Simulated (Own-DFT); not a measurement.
Simulation results for SiC (4H silicon carbide, atoms displaced)

All values are calculated (Own-DFT development build). A calculation, not a measurement: plane-wave PBE density functional theory by an unreviewed code, no spin, of a simulated periodic cell, stress positive in tension, free energy of the whole cell less one offset for each atom, forces on such cells passed a denser k mesh, this cell's mesh not checked; offsets are fitted by least squares, one for each functional and potential file, so energies compare only between cells with the same atoms and settings and are not formation energies; the far tail of each file's local potential was reset to the Coulomb form; each entry is a single point on an unrelaxed cell, so the pressure reflects the starting lattice, mostly measured values (interpolated for alloys), from which strain is counted, and rises with the displacements; printed positions are rounded, which can move forces by about a meV/angstrom; the program, named Own-DFT, is a retired in-house code; no spin-orbit coupling.

```json
{"formula": "SiC", "kind": "4H silicon carbide, atoms displaced", "structure": {"cell_angstrom": [[9.2481, 0.0, 0.0], [-4.6241, 8.0091, 0.0], [0.0, 0.0, 10.0681]], "atoms_fractional": [["Si", 0.00273, 0.00501, 0.40427], ["Si", 0.1122, 0.22479, 0.15392], ["C", 0.99955, 0.9999, 0.09664], ["C", 0.10929, 0.22443, 0.34996], ["Si", 0.00031, 0.33165, 0.39975], ["Si", 0.11566, 0.55592, 0.16405], ["C", 0.00367, 0.33738, 0.09354], ["C", 0.10286, 0.55431, 0.35063], ["Si", 0.994, 0.66534, 0.40675], ["Si", 0.10998, 0.88271, 0.1534], ["C", 0.99801, 0.66484, 0.0946], ["C", 0.11747, 0.89127, 0.3457], ["Si", 0.33255, 0.00447, 0.40336], ["Si", 0.44184, 0.21791, 0.15398], ["C", 0.34038, 0.00636, 0.09499], ["C", 0.44689, 0.22473, 0.34812], ["Si", 0.33045, 0.33341, 0.40709], ["Si", 0.44718, 0.56038, 0.15329], ["C", 0.33635, 0.33225, 0.08925], ["C", 0.44418, 0.55409, 0.34478], ["Si", 0.33188, 0.66373, 0.41137], ["Si", 0.44549, 0.88909, 0.15355], ["C", 0.32994, 0.66296, 0.09206], ["C", 0.44176, 0.88775, 0.34017], ["Si", 0.67433, 0.00702, 0.40583], ["Si", 0.77936, 0.21853, 0.15322], ["C", 0.66238, 0.99348, 0.09436], ["C", 0.77564, 0.22257, 0.34914], ["Si", 0.67225, 0.33833, 0.40752], ["Si", 0.78034, 0.55541, 0.15591], ["C", 0.67296, 0.33639, 0.09805], ["C", 0.77926, 0.55598, 0.34041], ["Si", 0.66604, 0.67101, 0.40715], ["Si", 0.77361, 0.8861, 0.15486], ["C", 0.66695, 0.66764, 0.09596], ["C", 0.78226, 0.88833, 0.34078], ["Si", 0.00136, 0.00121, 0.9004], ["Si", 0.88807, 0.77883, 0.65939], ["C", 0.99614, 0.99483, 0.59338], ["C", 0.89026, 0.78483, 0.84377], ["Si", 0.00735, 0.67037, 0.90515], ["Si", 0.88829, 0.44441, 0.65712], ["C", 0.99962, 0.67234, 0.59362], ["C", 0.88762, 0.44095, 0.85023], ["Si", 0.99997, 0.33494, 0.90556], ["Si", 0.88948, 0.11014, 0.65973], ["C", 0.99459, 0.33356, 0.59689], ["C", 0.88548, 0.11006, 0.84352], ["Si", 0.67226, 0.99531, 0.90799], ["Si", 0.55454, 0.77672, 0.65983], ["C", 0.6667, 0.99246, 0.59447], ["C", 0.55406, 0.77809, 0.84495], ["Si", 0.6653, 0.66692, 0.90301], ["Si", 0.55175, 0.443, 0.65913], ["C", 0.66956, 0.66939, 0.59138], ["C", 0.55471, 0.44871, 0.84194], ["Si", 0.66558, 0.33297, 0.89943], ["Si", 0.55381, 0.11659, 0.65478], ["C", 0.66634, 0.33009, 0.59324], ["C", 0.55403, 0.10682, 0.8402], ["Si", 0.3349, 0.00095, 0.90695], ["Si", 0.22367, 0.77733, 0.65556], ["C", 0.33366, 0.00719, 0.59737], ["C", 0.22537, 0.7777, 0.84613], ["Si", 0.33509, 0.66348, 0.90616], ["Si", 0.22113, 0.44536, 0.6593], ["C", 0.33621, 0.66748, 0.59165], ["C", 0.21808, 0.43689, 0.84449], ["Si", 0.33783, 0.33547, 0.90651], ["Si", 0.22071, 0.11689, 0.6559], ["C", 0.33823, 0.33426, 0.59322], ["C", 0.21942, 0.10542, 0.84792]]}, "settings": {"functional": "PBE", "potential_files": "PseudoDojo norm-conserving, scalar-relativistic, standard set", "wave_cutoff [hartree]": 42.0, "occupations": "Fermi-Dirac", "smearing_width [eV]": 0.1, "hardware": "one NVIDIA H100", "k_mesh": "4 x 4 x 3 centred on Gamma"}, "results": {"free_energy_of_cell_above_offsets [eV]": "-10.688", "pressure [GPa]": 3.66, "stress_xx [GPa]": -3.36, "stress_yy [GPa]": -3.81, "stress_zz [GPa]": -3.79, "stress_yz [GPa]": 0.22, "stress_xz [GPa]": 0.16, "stress_xy [GPa]": -0.58, "force_element": ["Si", "Si", "C", "C", "Si", "Si", "C", "C", "Si", "Si", "C", "C", "Si", "Si", "C", "C", "Si", "Si", "C", "C", "Si", "Si", "C", "C", "Si", "Si", "C", "C", "Si", "Si", "C", "C", "Si", "Si", "C", "C", "Si", "Si", "C", "C", "Si", "Si", "C", "C", "Si", "Si", "C", "C", "Si", "Si", "C", "C", "Si", "Si", "C", "C", "Si", "Si", "C", "C", "Si", "Si", "C", "C", "Si", "Si", "C", "C", "Si", "Si", "C", "C"], "force_x [eV/angstrom]": [0.376, 0.51, -0.029, 0.885, -1.291, -1.196, -0.012, 1.543, 0.351, -0.214, 1.071, -1.446, 1.252, 0.795, -0.548, -0.432, 1.05, 0.137, -0.466, -0.499, -0.204, -0.576, 0.337, 0.603, -0.712, -0.546, 0.55, 0.808, -0.937, -0.576, -0.828, -0.786, 0.661, 1.153, 0.3, -0.819, -0.492, 0.084, 0.095, 0.457, -1.148, -0.254, 0.468, -0.215, 0.105, -0.609, 1.357, 0.984, -1.901, 0.402, -0.853, 0.432, 0.5, 1.096, -0.432, 0.666, 0.068, 1.173, -0.383, 0.356, 0.332, -0.438, 0.126, 0.249, -0.882, -0.004, -0.441, 0.427, -0.729, 0.475, -1.661, 0.318], "force_y [eV/angstrom]": [-1.386, -0.52, -0.068, 0.023, 0.429, 0.077, -0.576, 0.16, 1.072, 1.415, 0.064, -0.479, -0.392, 1.894, -1.962, 0.285, 0.18, -1.155, 0.569, 0.29, 0.735, -0.471, 0.695, 0.153, -2.092, 0.502, 0.921, 0.33, -0.44, 0.013, -1.021, 0.334, -0.605, 0.408, -0.412, 0.627, 0.413, -0.08, 1.467, -1.605, -0.652, 0.443, -1.024, 1.282, -0.709, -0.126, -0.184, 0.439, 0.732, 0.115, 1.425, -0.577, 0.522, 0.729, -0.764, -0.524, -0.47, -1.784, 1.53, 0.611, -0.144, 0.937, -1.001, -0.161, -0.213, -0.459, -0.301, 1.139, -1.163, -1.269, 0.312, 1.516], "force_z [eV/angstrom]": [0.337, 0.307, -0.994, -1.647, 2.247, -0.92, 0.265, -0.608, 0.24, 0.868, -0.393, -0.69, 1.061, 1.238, -0.855, -0.992, -0.143, 0.785, 1.066, -0.253, -1.723, 0.688, 0.267, 0.97, 0.318, 0.814, -0.518, -1.542, -0.318, -0.08, -1.467, 0.979, -0.57, 0.36, -1.179, 0.424, 1.951, -0.805, 0.035, 0.271, 0.46, 0.241, 0.511, -1.438, 0.463, -1.185, -0.789, 0.629, -0.373, -1.078, -0.038, 0.114, 1.031, -1.493, 1.115, 0.409, 1.747, -0.109, 0.419, 0.943, -0.14, -0.052, -0.91, -0.397, 0.014, -0.966, 1.53, 0.093, -0.265, 0.367, 0.339, -0.987], "wall_time [s]": 359.1}}
```
